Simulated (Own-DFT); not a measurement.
Simulation results for Si4SnGe11 (diamond-structure random alloy, atoms displaced)

A calculation, not a measurement: plane-wave density functional theory by an unreviewed code, no spin, of a simulated periodic cell, stress positive in tension, run twice, with PBE and with PBEsol, both on files made for PBE, so the change isn't that of files made for PBEsol, forces on such cells moved up to 12 meV/angstrom on a denser k mesh; the far tail of each file's local potential was reset to the Coulomb form; each entry is a single point on an unrelaxed cell, so the pressure reflects the starting lattice, mostly measured values (interpolated for alloys), from which strain is counted, and rises with the displacements; printed positions are rounded, which can move forces by about a meV/angstrom; the program, named Own-DFT, is a retired in-house code; no spin-orbit coupling; stress was not checked against mesh or cutoff. Program: Own-DFT development build.

```xyz
64
Lattice="11.3064 0.0000 0.0000 0.0000 11.3064 0.0000 0.0000 0.0000 11.3064" Properties=species:S:1:pos:R:3:PBE_force_x:R:1:PBE_force_y:R:1:PBE_force_z:R:1:PBEsol_force_x:R:1:PBEsol_force_y:R:1:PBEsol_force_z:R:1 formula=Si4SnGe11 functional=PBE,then_PBEsol potential_files=PseudoDojo_norm-conserving,scalar-relativistic,standard_set wave_cutoff=49 occupations=Fermi-Dirac smearing_width=0.1 k_mesh=3_x_3_x_3_centred_on_Gamma PBE_pressure=5.11 PBE_stress_xx=-5.01 PBE_stress_yy=-5.31 PBE_stress_zz=-5.01 PBE_stress_yz=-1.01 PBE_stress_xz=-0.28 PBE_stress_xy=0.26 PBEsol_pressure=2.44 PBEsol_stress_xx=-2.36 PBEsol_stress_yy=-2.62 PBEsol_stress_zz=-2.33 PBEsol_stress_yz=-0.97 PBEsol_stress_xz=-0.27 PBEsol_stress_xy=0.21 rms_change_of_force_components_from_PBE_to_PBEsol=0.059
Ge    11.1133    11.2882    11.1242      0.514      0.456      1.153      0.541      0.375      1.146
Ge     0.0531     2.9544     2.7570      0.376     -1.776      0.634      0.309     -1.745      0.575
Si     2.8574    11.2702     2.7876     -0.262      0.118        0.4     -0.248      0.113      0.391
Ge     2.9204     2.8237    11.2469     -0.329       0.48      1.208     -0.312      0.446      1.163
Ge     1.4415     1.2915     1.3499     -0.325      0.662     -0.349     -0.341      0.681     -0.368
Si     1.3807     4.1439     4.3568      0.807       1.12     -0.286      0.739      1.129     -0.313
Ge     4.1992     1.4384     4.2302     -0.052     -0.204     -0.304     -0.002     -0.199     -0.291
Ge     4.4423     4.2354     1.5671     -3.964      3.384     -3.828     -3.824      3.271     -3.705
Ge     0.0429     0.0496     5.6556     -0.819     -0.539     -0.189     -0.758     -0.494     -0.219
Si     0.1647     2.9064     8.4643     -1.472      0.004       0.34     -1.367     -0.001      0.339
Ge     2.8739     0.0197     8.4772     -2.398      0.871      0.842     -2.286       0.83      0.813
Si     2.8550     2.8082     5.7087      0.402      0.821     -1.282      0.446      0.761     -1.213
Ge     1.4273     1.5453     6.9386     -0.013     -0.962      1.544     -0.029     -1.004      1.492
Ge     1.4689     4.4014     9.9411     -0.594     -1.137      0.218     -0.506     -1.101      0.178
Ge     4.2656     1.3021     9.9702      0.314      0.695     -0.688        0.3      0.672     -0.674
Ge     4.3226     4.1307     7.0597     -0.726      1.007     -0.094      -0.67       0.99     -0.059
Si    11.2794     5.8137    11.1912      0.204     -0.726      1.721       0.23     -0.784       1.69
Ge    11.2373     8.4983     2.8175      1.298     -0.226     -0.127      1.219     -0.193     -0.092
Ge     2.8532     5.7497     2.8392     -1.888     -2.303     -0.941     -1.762     -2.226     -0.901
Si     2.8526     8.4753    11.3025     -0.236     -0.068      0.236      -0.23      0.011      0.227
Si     1.4002     7.1102     1.4152     -0.017     -0.118       -0.8      -0.02     -0.113     -0.706
Ge     1.4133     9.8956     4.2233      0.273      0.408     -0.227      0.241      0.369     -0.189
Sn     4.2149     7.2727     4.1272      2.124     -2.929     -0.145      1.997     -2.899     -0.093
Ge     4.3010     9.8589     1.4938      0.115     -0.436     -0.406      0.141     -0.398     -0.425
Ge    11.2560     5.6762     5.6716       0.09     -1.037     -0.279      0.089     -0.928     -0.272
Ge     0.1451     8.3002     8.5815     -2.655      1.228     -0.198     -2.505      1.201     -0.202
Ge     2.7961     5.6482     8.4485      1.046      0.343     -0.681      0.967      0.302     -0.668
Ge     2.9649     8.5265     5.5373     -3.376      2.578       4.34     -3.288      2.517       4.19
Ge     1.2851     7.0503     7.0793      2.413     -0.316      -1.48      2.319     -0.325       -1.4
Ge     1.2514     9.8506     9.9037      2.313      0.447      0.223      2.196      0.442      0.192
Si     4.2225     7.0323     9.8732     -0.208      0.096      0.534     -0.172      0.057       0.48
Ge     4.2199     9.9672     7.2771      0.915     -1.553     -2.141       0.89     -1.492      -2.08
Ge     5.7120    11.1964    11.2553      0.187       0.27      1.076      0.123      0.304       1.07
Ge     5.5967     2.9089     2.6888      2.294     -2.787      4.486      2.231     -2.694       4.34
Ge     8.7038     0.0824     2.7837     -3.578     -3.009     -2.168     -3.438     -2.887     -2.105
Ge     8.4888     2.8651     0.0603     -0.351     -0.245      -0.86     -0.337     -0.228     -0.762
Ge     7.0179     1.4999     1.5109      1.001     -1.501     -1.259      0.977     -1.427     -1.228
Ge     6.9646     4.2863     4.3231      0.624     -0.175     -2.882      0.599     -0.159     -2.784
Ge     9.8014     1.3188     4.1270      3.564      2.593        2.2      3.448      2.504      2.124
Ge     9.8748     4.2417     1.4513      0.861      1.091     -1.302      0.796       1.02     -1.218
Ge     5.6188    11.2735     5.6901      0.035     -0.626     -0.949      0.015      -0.56     -0.876
Ge     5.6740     2.7528     8.4617      0.165       0.37      1.377       0.14       0.33      1.277
Sn     8.4414     0.0607     8.5160     -0.716     -1.484     -1.521     -0.753     -1.419     -1.531
Sn     8.4576     2.8670     5.6307       0.78     -0.557       0.06      0.695     -0.582      0.012
Ge     6.9788     1.4200     6.9989     -0.529     -0.248      0.083     -0.534     -0.239      0.092
Si     7.1376     4.3061     9.8741     -2.127     -2.607      1.748     -2.094     -2.561      1.731
Si     9.7787     1.4344     9.8178      2.406      2.875      1.432      2.328      2.793      1.438
Si     9.9104     4.2389     7.0778       1.46      0.125      0.793      1.402       0.16      0.739
Ge     5.7418     5.6696    11.2942     -0.394      0.135      0.001     -0.371      0.128      0.067
Si     5.8105     8.4772     2.9179      1.037      1.492     -2.223      0.969      1.409     -2.242
Ge     8.5666     5.6447     2.8569     -1.225      -0.09      0.232     -1.176     -0.076      0.215
Ge     8.4441     8.5046     0.0921     -0.336     -0.289     -2.157     -0.311     -0.284     -2.013
Ge     7.1451     7.1158     1.4620     -0.581     -0.834      0.348     -0.518     -0.837        0.3
Si     7.1326     9.8229     4.1935      0.121      1.694      0.286      0.178      1.704       0.34
Ge     9.9312     7.0661     4.2039     -0.565      0.253      0.749     -0.556      0.239       0.72
Ge     9.8903     9.7868     1.3383      0.426      1.562      0.343      0.401      1.515      0.335
Ge     5.6814     5.6259     5.5821     -1.037      1.511      1.983      -0.98      1.436      1.916
Ge     5.6578     8.4042     8.4976     -0.477      0.278      0.411     -0.449      0.276      0.334
Sn     8.4558     5.7125     8.5904      1.415     -1.039     -1.738      1.334     -0.956     -1.766
Ge     8.4234     8.4910     5.6431      1.326       0.42      0.257       1.29      0.338      0.261
Ge     7.1430     7.1085     7.1399     -1.746      0.354     -2.096     -1.698      0.355     -2.033
Si     7.0275     9.8386     9.8211     -0.044      -0.96      1.322     -0.054      -0.94      1.295
Si     9.8480     7.0554     9.9061      1.403      2.146      1.658      1.321       2.16      1.577
Si     9.9543     9.9109     7.1190      0.732     -1.107     -0.637      0.717     -1.085     -0.629
```

Units: wave_cutoff in hartree; smearing_width in eV; PBE_pressure, PBE_stress_xx, PBE_stress_yy, PBE_stress_zz, PBE_stress_yz, PBE_stress_xz, PBE_stress_xy, PBEsol_pressure, PBEsol_stress_xx, PBEsol_stress_yy, PBEsol_stress_zz, PBEsol_stress_yz, PBEsol_stress_xz, PBEsol_stress_xy in GPa; rms_change_of_force_components_from_PBE_to_PBEsol, PBE_force_x, PBE_force_y, PBE_force_z, PBEsol_force_x, PBEsol_force_y, PBEsol_force_z in eV/Å.
